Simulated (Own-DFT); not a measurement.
# Computed records: InGa$_{3}$As$_{4}$ (zincblende random alloy, atoms displaced)

A calculation, not a measurement: plane-wave PBE density functional theory by an unreviewed code, no spin, of a simulated periodic cell, stress positive in tension, free energy of the whole cell less one offset for each atom, forces on such cells passed a denser k mesh, this cell's mesh not checked; offsets are fitted by least squares, one for each functional and potential file, so energies compare only between cells with the same atoms and settings and are not formation energies; the far tail of each file's local potential was reset to the Coulomb form; each entry is a single point on an unrelaxed cell, so the pressure reflects the starting lattice, mostly measured values, from which strain is counted, and rises with the displacements; printed positions are rounded, which can move forces by about a meV/angstrom; the program is a retired in-house code; no spin-orbit coupling. Program: Own-DFT development build.

Settings shared by all entries: functional PBE; potential files PseudoDojo norm-conserving, scalar-relativistic, standard set; wave cutoff 42 hartree; occupations Fermi-Dirac; smearing width 0.1 eV; k mesh 3 x 3 x 3 centred on Gamma.

```json
{"entry": 1, "formula": "InGa3As4", "kind": "zincblende random alloy, atoms displaced", "structure": {"cell_angstrom": [[11.5091, 0.0, 0.0], [0.0, 11.5091, 0.0], [0.0, 0.0, 11.5091]], "atoms_fractional": [["Ga", 0.9993, 0.00139, 0.99762], ["In", 0.99811, 0.24705, 0.25238], ["Ga", 0.24667, 0.99908, 0.25191], ["In", 0.25279, 0.25246, 0.00094], ["As", 0.12421, 0.12016, 0.12116], ["As", 0.122, 0.37398, 0.37471], ["As", 0.37256, 0.12848, 0.37209], ["As", 0.37749, 0.37329, 0.12498], ["Ga", 0.00011, 0.99864, 0.50041], ["Ga", 0.00144, 0.25229, 0.74908], ["Ga", 0.25401, 0.00316, 0.7513], ["In", 0.24759, 0.25222, 0.50075], ["As", 0.12607, 0.12489, 0.62391], ["As", 0.12556, 0.37413, 0.87663], ["As", 0.3758, 0.12242, 0.87639], ["As", 0.37354, 0.3733, 0.62793], ["Ga", 0.99736, 0.50524, 5e-05], ["Ga", 0.99559, 0.74626, 0.24694], ["Ga", 0.24614, 0.4997, 0.24981], ["Ga", 0.25128, 0.74909, 0.00126], ["As", 0.12486, 0.62258, 0.12652], ["As", 0.12465, 0.87133, 0.37519], ["As", 0.37373, 0.6297, 0.37571], ["As", 0.37705, 0.87365, 0.12717], ["In", 0.99999, 0.49922, 0.49792], ["Ga", 0.99903, 0.74783, 0.7484], ["Ga", 0.25144, 0.50048, 0.75288], ["Ga", 0.24764, 0.74889, 0.50466], ["As", 0.12547, 0.62403, 0.62683], ["As", 0.12463, 0.87479, 0.87939], ["As", 0.38173, 0.62523, 0.87738], ["As", 0.37588, 0.87293, 0.62034], ["Ga", 0.4953, 0.00171, 0.99844], ["Ga", 0.50088, 0.24743, 0.24878], ["Ga", 0.74955, 0.00654, 0.25046], ["Ga", 0.75527, 0.24577, 0.99912], ["As", 0.62567, 0.12242, 0.12525], ["As", 0.62583, 0.37255, 0.37532], ["As", 0.87287, 0.12279, 0.37342], ["As", 0.87724, 0.37789, 0.12582], ["Ga", 0.50322, 0.00034, 0.49897], ["In", 0.49521, 0.252, 0.74655], ["In", 0.7528, 0.99882, 0.75107], ["In", 0.75164, 0.24974, 0.50113], ["As", 0.62438, 0.12513, 0.61863], ["As", 0.62485, 0.37272, 0.87531], ["As", 0.87672, 0.12753, 0.8775], ["As", 0.87042, 0.37631, 0.62549], ["Ga", 0.5029, 0.49425, 0.00195], ["Ga", 0.50426, 0.75315, 0.24844], ["In", 0.75412, 0.50221, 0.2525], ["Ga", 0.7445, 0.75017, 0.99972], ["As", 0.62433, 0.62424, 0.12103], ["As", 0.62516, 0.87557, 0.37127], ["As", 0.87839, 0.62678, 0.37688], ["As", 0.88036, 0.87637, 0.12516], ["Ga", 0.49861, 0.50329, 0.50532], ["Ga", 0.49837, 0.74915, 0.74945], ["Ga", 0.74932, 0.5054, 0.75276], ["Ga", 0.75269, 0.74783, 0.49837], ["As", 0.62187, 0.61952, 0.63288], ["As", 0.62372, 0.87456, 0.87516], ["As", 0.8771, 0.62577, 0.87891], ["As", 0.87332, 0.87461, 0.62754]]}, "results": {"free_energy_of_cell_above_offsets [eV]": "-23.997", "pressure [GPa]": 4.39, "stress_xx [GPa]": -4.37, "stress_yy [GPa]": -4.39, "stress_zz [GPa]": -4.41, "stress_yz [GPa]": 0.07, "stress_xz [GPa]": -0.33, "stress_xy [GPa]": 0.02, "force_element": ["Ga", "In", "Ga", "In", "As", "As", "As", "As", "Ga", "Ga", "Ga", "In", "As", "As", "As", "As", "Ga", "Ga", "Ga", "Ga", "As", "As", "As", "As", "In", "Ga", "Ga", "Ga", "As", "As", "As", "As", "Ga", "Ga", "Ga", "Ga", "As", "As", "As", "As", "Ga", "In", "In", "In", "As", "As", "As", "As", "Ga", "Ga", "In", "Ga", "As", "As", "As", "As", "Ga", "Ga", "Ga", "Ga", "As", "As", "As", "As"], "force_x [eV/angstrom]": [0.11, 0.349, 0.206, -0.343, 0.082, 1.059, 0.877, 0.726, -0.015, -0.086, -0.335, 0.296, -1.04, -0.993, -0.006, -0.55, 0.43, 0.525, 0.532, 0.108, -0.023, -0.215, 0.12, -0.339, 0.071, 0.243, 0.042, 0.014, 0.675, 0.125, -0.565, 0.029, 0.448, 0.118, 0.128, -0.479, -0.122, -1.746, 0.176, -0.018, -0.43, 0.941, -0.68, -0.034, -0.778, 1.065, 0.891, 0.511, -0.045, -0.239, -0.737, 0.509, -0.573, 0.411, -0.288, -0.899, -0.146, 0.058, 0.229, -0.543, 0.372, -0.914, -0.465, 1.168], "force_y [eV/angstrom]": [-0.231, -0.162, -0.117, -0.597, -0.877, 0.763, -1.134, 1.116, -0.214, 0.013, -0.678, 0.019, -0.937, 1.172, -0.917, 2.365, -0.629, 0.363, -0.088, -0.024, 0.263, 0.006, -0.354, 0.269, 0.002, 0.25, 0.132, 0.053, 0.521, -0.054, -0.26, 0.373, -0.539, 0.177, -0.91, 0.641, 0.311, 0.499, -1.479, -0.363, -0.072, -0.84, 0.627, -0.069, -1.015, 0.535, 0.481, 0.34, 0.264, -0.415, 0.029, 0.247, 0.525, 0.026, 1.609, 0.035, -0.405, 0.288, -0.589, 0.154, 0.796, -0.548, 0.346, -1.097], "force_z [eV/angstrom]": [0.119, -0.805, -0.196, 0.034, 0.38, -0.97, -0.486, 1.237, -0.108, 0.004, -0.119, -0.21, 1.062, -0.87, -0.223, -0.626, 0.093, 0.172, 0.222, 0.06, -0.245, 0.035, -0.066, -0.078, 0.714, 0.316, 0.153, -0.351, 0.783, -0.665, 0.073, 0.456, 0.331, 0.103, -0.229, 0.421, -0.413, -0.08, 0.605, -1.697, -0.407, 0.529, 0.134, -0.387, 0.364, 0.674, 0.123, 1.821, -0.155, -0.076, -0.198, 0.147, -0.095, 0.377, -0.12, -0.139, -0.55, 0.069, 0.435, 0.332, -0.756, 0.636, -0.422, -1.272]}}
{"entry": 2, "formula": "InGa3As4", "kind": "zincblende random alloy, atoms displaced", "structure": {"cell_angstrom": [[11.5091, 0.0, 0.0], [0.0, 11.5091, 0.0], [0.0, 0.0, 11.5091]], "atoms_fractional": [["Ga", 0.00082, 0.99865, 0.99833], ["Ga", 0.99843, 0.25297, 0.2489], ["Ga", 0.25498, 0.99849, 0.25042], ["Ga", 0.24871, 0.24512, 0.00096], ["As", 0.1214, 0.12517, 0.12536], ["As", 0.12111, 0.37396, 0.37609], ["As", 0.37441, 0.12138, 0.37433], ["As", 0.37354, 0.37481, 0.12362], ["In", 0.99908, 0.00142, 0.50123], ["Ga", 0.00292, 0.24713, 0.75019], ["Ga", 0.25303, 0.00167, 0.75461], ["Ga", 0.25017, 0.24725, 0.49797], ["As", 0.12448, 0.12778, 0.6205], ["As", 0.12411, 0.36917, 0.8728], ["As", 0.37734, 0.12336, 0.8757], ["As", 0.37287, 0.37935, 0.62856], ["Ga", 0.00193, 0.50059, 0.99897], ["Ga", 0.00222, 0.74822, 0.25112], ["Ga", 0.24731, 0.50377, 0.24479], ["Ga", 0.24744, 0.74895, 0.9976], ["As", 0.12434, 0.62107, 0.12494], ["As", 0.12554, 0.87399, 0.3762], ["As", 0.37539, 0.62801, 0.37086], ["As", 0.37096, 0.87429, 0.1246], ["In", 0.00249, 0.50378, 0.50077], ["Ga", 0.99911, 0.75237, 0.75258], ["Ga", 0.25456, 0.49779, 0.74896], ["Ga", 0.25243, 0.75053, 0.4983], ["As", 0.12256, 0.62795, 0.62825], ["As", 0.12613, 0.87733, 0.88123], ["As", 0.36946, 0.62601, 0.87388], ["As", 0.36988, 0.87607, 0.62107], ["In", 0.50019, 0.99884, 0.00286], ["Ga", 0.49814, 0.25229, 0.25161], ["Ga", 0.75506, 0.00023, 0.24839], ["Ga", 0.74839, 0.25199, 0.99893], ["As", 0.62604, 0.12875, 0.12787], ["As", 0.62789, 0.37176, 0.3729], ["As", 0.87466, 0.12172, 0.37453], ["As", 0.87747, 0.37592, 0.12547], ["In", 0.50334, 0.99974, 0.50139], ["Ga", 0.49689, 0.25056, 0.75041], ["Ga", 0.75004, 0.00056, 0.74928], ["Ga", 0.75228, 0.25007, 0.49676], ["As", 0.62018, 0.12434, 0.62328], ["As", 0.62454, 0.37297, 0.8757], ["As", 0.87638, 0.11846, 0.87613], ["As", 0.8767, 0.3716, 0.62265], ["In", 0.49827, 0.49811, 0.00349], ["Ga", 0.49755, 0.75365, 0.25065], ["Ga", 0.74691, 0.49806, 0.24861], ["Ga", 0.75308, 0.74908, 0.00029], ["As", 0.62783, 0.62427, 0.12597], ["As", 0.62194, 0.87227, 0.37589], ["As", 0.87333, 0.62366, 0.37163], ["As", 0.87924, 0.87636, 0.12655], ["In", 0.50038, 0.50239, 0.49696], ["Ga", 0.5002, 0.75275, 0.7484], ["In", 0.75064, 0.49719, 0.75205], ["In", 0.74885, 0.75063, 0.49775], ["As", 0.62758, 0.62466, 0.6296], ["As", 0.62333, 0.87913, 0.8742], ["As", 0.87783, 0.62537, 0.87102], ["As", 0.87367, 0.87629, 0.62903]]}, "results": {"free_energy_of_cell_above_offsets [eV]": "-24.286", "pressure [GPa]": 4.32, "stress_xx [GPa]": -4.3, "stress_yy [GPa]": -4.32, "stress_zz [GPa]": -4.33, "stress_yz [GPa]": -0.28, "stress_xz [GPa]": -0.19, "stress_xy [GPa]": 0.02, "force_element": ["Ga", "Ga", "Ga", "Ga", "As", "As", "As", "As", "In", "Ga", "Ga", "Ga", "As", "As", "As", "As", "Ga", "Ga", "Ga", "Ga", "As", "As", "As", "As", "In", "Ga", "Ga", "Ga", "As", "As", "As", "As", "In", "Ga", "Ga", "Ga", "As", "As", "As", "As", "In", "Ga", "Ga", "Ga", "As", "As", "As", "As", "In", "Ga", "Ga", "Ga", "As", "As", "As", "As", "In", "Ga", "In", "In", "As", "As", "As", "As"], "force_x [eV/angstrom]": [-0.037, 0.028, -0.828, -0.054, 0.299, 1.389, -0.447, -1.148, 0.058, -0.439, -0.463, 0.07, 1.195, 0.331, -0.848, -0.24, -0.084, -0.055, 0.212, -0.033, -0.145, 0.766, -0.954, -0.502, -0.405, 0.29, -1.018, -0.452, 1.359, -0.051, 0.098, -0.328, 0.17, -0.092, -0.593, 0.427, 0.644, 0.318, -0.735, -0.398, -0.695, 0.132, -0.223, -0.117, 1.628, -0.29, -0.226, -0.048, 0.158, 0.217, 0.412, -0.03, 0.326, 0.318, 0.031, -0.121, 0.201, -0.294, 0.263, 0.359, -1.089, 1.101, 0.676, 0.012], "force_y [eV/angstrom]": [0.146, -0.342, 0.085, 0.149, -0.238, -0.615, 1.122, -1.104, -0.511, -0.163, -0.021, 0.419, 0.448, 0.56, 1.02, -1.308, -0.263, 0.027, -0.663, -0.145, 0.657, -0.633, 0.415, -0.968, -0.105, 0.28, 0.352, -0.252, 0.794, -0.147, 0.603, -0.696, 0.271, -0.212, -0.109, -0.313, 0.436, -0.382, 1.211, 0.122, -0.335, 0.0, 0.154, -0.318, 1.518, -1.393, 0.701, -1.26, 0.606, -0.187, 0.001, 0.223, 1.042, 0.454, -0.038, -0.33, -0.14, -0.045, -0.359, -0.219, 0.821, -1.322, 0.683, -0.185], "force_z [eV/angstrom]": [0.438, 0.166, -0.096, -0.094, 0.209, -1.031, -0.627, 1.153, 0.043, -0.128, -0.48, 0.01, 1.439, 0.261, -0.65, -0.195, -0.233, -0.049, 0.611, 0.391, -0.346, -0.84, -0.623, 0.579, -0.017, 0.026, 0.363, 0.07, 0.756, -0.714, -0.544, 1.211, 0.4, -0.104, 0.087, 0.15, 0.613, -0.408, -0.951, -0.341, -0.354, -0.053, 0.042, 0.273, 1.3, 0.013, -0.157, 0.203, -0.607, -0.378, -0.035, -0.124, 0.633, -2.07, -1.312, -0.208, 0.235, 0.034, -0.219, 0.413, 0.267, -0.738, 1.303, 1.035]}}
{"entry": 3, "formula": "InGa3As4", "kind": "zincblende random alloy, atoms displaced", "structure": {"cell_angstrom": [[11.5091, 0.0, 0.0], [0.0, 11.5091, 0.0], [0.0, 0.0, 11.5091]], "atoms_fractional": [["In", 0.00016, 0.0027, 0.0013], ["Ga", 0.00318, 0.25526, 0.25071], ["Ga", 0.2499, 0.99442, 0.24651], ["In", 0.24885, 0.25273, 0.00222], ["As", 0.12338, 0.12078, 0.12669], ["As", 0.12058, 0.37319, 0.37343], ["As", 0.37707, 0.12666, 0.37787], ["As", 0.37522, 0.38035, 0.12362], ["Ga", 0.99997, 0.00202, 0.4994], ["In", 0.00215, 0.25057, 0.75371], ["In", 0.2527, 0.00127, 0.74805], ["Ga", 0.25203, 0.25018, 0.49714], ["As", 0.12533, 0.12474, 0.6297], ["As", 0.12213, 0.37449, 0.87607], ["As", 0.37538, 0.12894, 0.87433], ["As", 0.37444, 0.37171, 0.62213], ["Ga", 0.99838, 0.49749, 0.00378], ["Ga", 0.99991, 0.74877, 0.25246], ["Ga", 0.25622, 0.49985, 0.24849], ["Ga", 0.24849, 0.74871, 0.99671], ["As", 0.12522, 0.62569, 0.12427], ["As", 0.12357, 0.87444, 0.3706], ["As", 0.3753, 0.62334, 0.37543], ["As", 0.37883, 0.87373, 0.12499], ["Ga", 0.00108, 0.49925, 0.4993], ["Ga", 0.99808, 0.75553, 0.74781], ["In", 0.25045, 0.50172, 0.74454], ["In", 0.24944, 0.74597, 0.49731], ["As", 0.1249, 0.62763, 0.62225], ["As", 0.12716, 0.87783, 0.8783], ["As", 0.37082, 0.62507, 0.87771], ["As", 0.37255, 0.87478, 0.62826], ["In", 0.49685, 0.00088, 0.00035], ["Ga", 0.49973, 0.25078, 0.24958], ["Ga", 0.74984, 0.99651, 0.25084], ["Ga", 0.74928, 0.25084, 0.00058], ["As", 0.62567, 0.11881, 0.11938], ["As", 0.62322, 0.37355, 0.37224], ["As", 0.87799, 0.12676, 0.37565], ["As", 0.8769, 0.37555, 0.12359], ["In", 0.49856, 0.0006, 0.50094], ["Ga", 0.49837, 0.24608, 0.74797], ["Ga", 0.74754, 0.00012, 0.75214], ["Ga", 0.75316, 0.25219, 0.5013], ["As", 0.62504, 0.12978, 0.62624], ["As", 0.62424, 0.37497, 0.87288], ["As", 0.87451, 0.12429, 0.87205], ["As", 0.87622, 0.3763, 0.62126], ["Ga", 0.50159, 0.50154, 0.99932], ["Ga", 0.50365, 0.74895, 0.24656], ["Ga", 0.75069, 0.49907, 0.25005], ["Ga", 0.75591, 0.74843, 0.00114], ["As", 0.6254, 0.62656, 0.12243], ["As", 0.62257, 0.87841, 0.37452], ["As", 0.87454, 0.6265, 0.37326], ["As", 0.87424, 0.87482, 0.12457], ["Ga", 0.50159, 0.50333, 0.5019], ["Ga", 0.49686, 0.74995, 0.75226], ["Ga", 0.75037, 0.50011, 0.74816], ["Ga", 0.7502, 0.75493, 0.49662], ["As", 0.62782, 0.6273, 0.62421], ["As", 0.62374, 0.87775, 0.87681], ["As", 0.87367, 0.62749, 0.87304], ["As", 0.87594, 0.87732, 0.62751]]}, "results": {"free_energy_of_cell_above_offsets [eV]": "-23.892", "pressure [GPa]": 4.43, "stress_xx [GPa]": -4.43, "stress_yy [GPa]": -4.44, "stress_zz [GPa]": -4.43, "stress_yz [GPa]": -0.28, "stress_xz [GPa]": 0.04, "stress_xy [GPa]": 0.0, "force_element": ["In", "Ga", "Ga", "In", "As", "As", "As", "As", "Ga", "In", "In", "Ga", "As", "As", "As", "As", "Ga", "Ga", "Ga", "Ga", "As", "As", "As", "As", "Ga", "Ga", "In", "In", "As", "As", "As", "As", "In", "Ga", "Ga", "Ga", "As", "As", "As", "As", "In", "Ga", "Ga", "Ga", "As", "As", "As", "As", "Ga", "Ga", "Ga", "Ga", "As", "As", "As", "As", "Ga", "Ga", "Ga", "Ga", "As", "As", "As", "As"], "force_x [eV/angstrom]": [-0.572, -0.4, 0.21, -0.106, 0.614, 0.98, -1.244, 1.103, 0.217, -0.669, -0.194, -0.535, -0.023, -0.149, 0.516, 0.971, 0.168, -0.117, -0.711, -0.008, 0.049, -0.569, 1.258, -1.328, -0.188, 0.387, -0.224, 0.113, -2.133, -0.096, 1.15, 1.09, -0.207, 0.089, 0.167, 0.045, 1.093, 0.277, -0.326, -0.379, 0.165, 0.111, -0.073, -0.291, 0.972, -0.06, -1.746, -0.528, 0.008, -0.175, -0.163, -0.549, 0.317, 0.874, -0.015, -0.489, 0.093, 0.333, 0.023, 0.094, -0.253, 0.944, 0.424, -0.336], "force_y [eV/angstrom]": [-0.344, -0.714, 0.412, -0.267, 0.811, 0.552, 0.578, 0.237, -0.064, 0.127, 0.016, -0.151, 0.219, 1.591, 0.658, -0.434, 0.533, 0.057, 0.111, 0.22, -0.139, 0.793, -0.684, -1.15, 0.317, -0.346, -0.396, 0.912, -0.221, -1.592, 0.541, -1.294, -0.043, -0.222, 0.389, -0.164, 1.631, 0.216, -0.022, -0.234, -0.014, 0.511, 0.104, -0.063, 0.215, 0.001, 0.03, 0.655, 0.055, -0.073, 0.073, 0.287, -0.246, -1.112, -0.202, -0.844, -0.36, -0.01, 0.007, -0.126, 0.153, -1.334, -0.371, 0.226], "force_z [eV/angstrom]": [-0.262, -0.321, 0.339, 0.169, 1.756, 0.222, -1.544, 0.763, 0.09, -0.66, 0.669, 0.12, -2.366, 0.79, -0.569, -0.631, -0.519, -0.492, 0.204, 0.502, 0.191, -0.164, -1.072, 0.735, -0.107, 0.395, 0.46, -0.124, 0.365, -0.44, 0.431, -0.024, -0.563, -0.387, -0.064, -0.191, 1.69, 0.382, -0.249, 0.29, 0.629, 0.15, -0.159, -0.329, 0.465, 0.003, 0.363, -0.167, -0.138, 0.376, -0.088, -0.202, 0.064, -0.852, 0.272, 0.97, -0.152, 0.044, -0.009, 0.165, 0.103, -0.854, 0.021, -0.486]}}
{"entry": 4, "formula": "InGa3As4", "kind": "zincblende random alloy, atoms displaced", "structure": {"cell_angstrom": [[11.5091, 0.0, 0.0], [0.0, 11.5091, 0.0], [0.0, 0.0, 11.5091]], "atoms_fractional": [["In", 0.00448, 0.99656, 0.99918], ["Ga", 0.99697, 0.24974, 0.24999], ["Ga", 0.25065, 0.00202, 0.25096], ["In", 0.24892, 0.24967, 0.00107], ["As", 0.12441, 0.12719, 0.12498], ["As", 0.12584, 0.37528, 0.37805], ["As", 0.38143, 0.12553, 0.37237], ["As", 0.37336, 0.37718, 0.12438], ["Ga", 0.00035, 0.00118, 0.50046], ["Ga", 0.99766, 0.2532, 0.75023], ["Ga", 0.25053, 0.00283, 0.75552], ["In", 0.25036, 0.24939, 0.5004], ["As", 0.1237, 0.12438, 0.61965], ["As", 0.12488, 0.37596, 0.87473], ["As", 0.37122, 0.1217, 0.87601], ["As", 0.3755, 0.37554, 0.62728], ["Ga", 0.0049, 0.49878, 0.00075], ["Ga", 0.9966, 0.75081, 0.25159], ["Ga", 0.24595, 0.50278, 0.24987], ["In", 0.25305, 0.75545, 0.99881], ["As", 0.12327, 0.62775, 0.12143], ["As", 0.12647, 0.87453, 0.3777], ["As", 0.37525, 0.62625, 0.37404], ["As", 0.37673, 0.87474, 0.12277], ["In", 0.00034, 0.50057, 0.4969], ["Ga", 0.99765, 0.75206, 0.74946], ["Ga", 0.25281, 0.49669, 0.75187], ["Ga", 0.24822, 0.75333, 0.49743], ["As", 0.11842, 0.62701, 0.62438], ["As", 0.12175, 0.87791, 0.87624], ["As", 0.37718, 0.62131, 0.87543], ["As", 0.3718, 0.87465, 0.62529], ["Ga", 0.49805, 4e-05, 0.00195], ["Ga", 0.50022, 0.24952, 0.24962], ["Ga", 0.7528, 0.00371, 0.25091], ["Ga", 0.75491, 0.24487, 0.99716], ["As", 0.62267, 0.12247, 0.12216], ["As", 0.62106, 0.37595, 0.3727], ["As", 0.87485, 0.12751, 0.37656], ["As", 0.87479, 0.37231, 0.12163], ["Ga", 0.5042, 0.99852, 0.49925], ["In", 0.49843, 0.25062, 0.75231], ["Ga", 0.75278, 0.00093, 0.75315], ["Ga", 0.75007, 0.25258, 0.4995], ["As", 0.62178, 0.1236, 0.62722], ["As", 0.62922, 0.37409, 0.87554], ["As", 0.87314, 0.1271, 0.8777], ["As", 0.87224, 0.37555, 0.62223], ["Ga", 0.50069, 0.50108, 0.00194], ["Ga", 0.49662, 0.74751, 0.24944], ["Ga", 0.74782, 0.50424, 0.24751], ["In", 0.75101, 0.7513, 0.00068], ["As", 0.62361, 0.62767, 0.12518], ["As", 0.62326, 0.87393, 0.37278], ["As", 0.87456, 0.62047, 0.37761], ["As", 0.87668, 0.86973, 0.12459], ["Ga", 0.49818, 0.49894, 0.49743], ["In", 0.49911, 0.75174, 0.74433], ["Ga", 0.75121, 0.50354, 0.74902], ["Ga", 0.75717, 0.74857, 0.50132], ["As", 0.62213, 0.62239, 0.62262], ["As", 0.63291, 0.87143, 0.87324], ["As", 0.87811, 0.62848, 0.87277], ["As", 0.87639, 0.8807, 0.62187]]}, "results": {"free_energy_of_cell_above_offsets [eV]": "-23.747", "pressure [GPa]": 4.45, "stress_xx [GPa]": -4.48, "stress_yy [GPa]": -4.47, "stress_zz [GPa]": -4.41, "stress_yz [GPa]": -0.24, "stress_xz [GPa]": -0.24, "stress_xy [GPa]": 0.02, "force_element": ["In", "Ga", "Ga", "In", "As", "As", "As", "As", "Ga", "Ga", "Ga", "In", "As", "As", "As", "As", "Ga", "Ga", "Ga", "In", "As", "As", "As", "As", "In", "Ga", "Ga", "Ga", "As", "As", "As", "As", "Ga", "Ga", "Ga", "Ga", "As", "As", "As", "As", "Ga", "In", "Ga", "Ga", "As", "As", "As", "As", "Ga", "Ga", "Ga", "In", "As", "As", "As", "As", "Ga", "In", "Ga", "Ga", "As", "As", "As", "As"], "force_x [eV/angstrom]": [-1.05, 0.303, 0.082, 0.134, -0.215, 0.002, 0.219, 0.897, 0.041, -0.009, -0.501, 0.613, -0.779, -0.69, 0.53, -0.148, -0.492, 0.27, 0.082, -0.289, -0.579, -0.363, -0.404, 0.789, 0.061, 0.168, -0.409, 0.113, 1.634, 0.808, -0.051, -0.921, 0.401, 0.04, -0.241, -0.823, 0.412, 0.443, 0.033, -0.051, -0.296, 0.167, -0.212, -0.513, 1.239, 0.642, 0.144, -0.54, 0.208, 0.26, 0.035, 0.108, -0.795, 0.512, -1.046, 0.122, -0.013, 0.203, -0.08, -0.76, 1.205, -1.147, 0.604, -0.11], "force_y [eV/angstrom]": [0.848, 0.217, -0.044, 0.231, -0.305, -0.177, -0.828, 0.727, -0.02, -0.207, -0.385, -0.089, -0.714, 0.533, -1.076, 1.514, 0.134, -0.311, -0.077, -0.742, -0.577, 0.316, -0.116, 1.069, -0.437, 0.269, 0.536, -0.508, 0.776, -0.832, -0.931, 1.339, -0.319, 0.187, -0.443, 0.497, 0.389, -0.055, -0.107, 0.385, -0.091, -0.118, 0.161, -0.225, -0.671, 0.907, 0.128, -0.588, -0.32, 0.314, -0.432, -0.723, -0.835, -0.193, 1.405, 0.96, 0.034, -0.226, -0.175, 0.121, -0.6, 2.019, -1.187, -0.333], "force_z [eV/angstrom]": [0.764, 0.075, -0.054, -0.1, 1.907, -2.216, -0.285, 0.978, -0.347, -0.242, -0.777, -0.271, 1.731, -0.892, 0.169, -0.394, -0.19, 0.188, -0.069, -0.472, 1.088, -0.573, 0.148, 1.429, 0.595, -0.215, -0.249, 0.476, 1.027, -2.472, -0.083, -1.008, -0.545, -0.428, -0.169, 0.444, 0.182, -0.001, -0.015, 0.244, 0.065, 0.282, -0.35, 0.094, -0.91, 0.913, -1.1, 0.997, -0.084, 0.029, 0.034, 0.065, 0.646, 0.098, -1.512, 1.87, 0.114, 0.664, 0.017, -0.127, -0.9, -0.302, -0.41, 0.427]}}
```
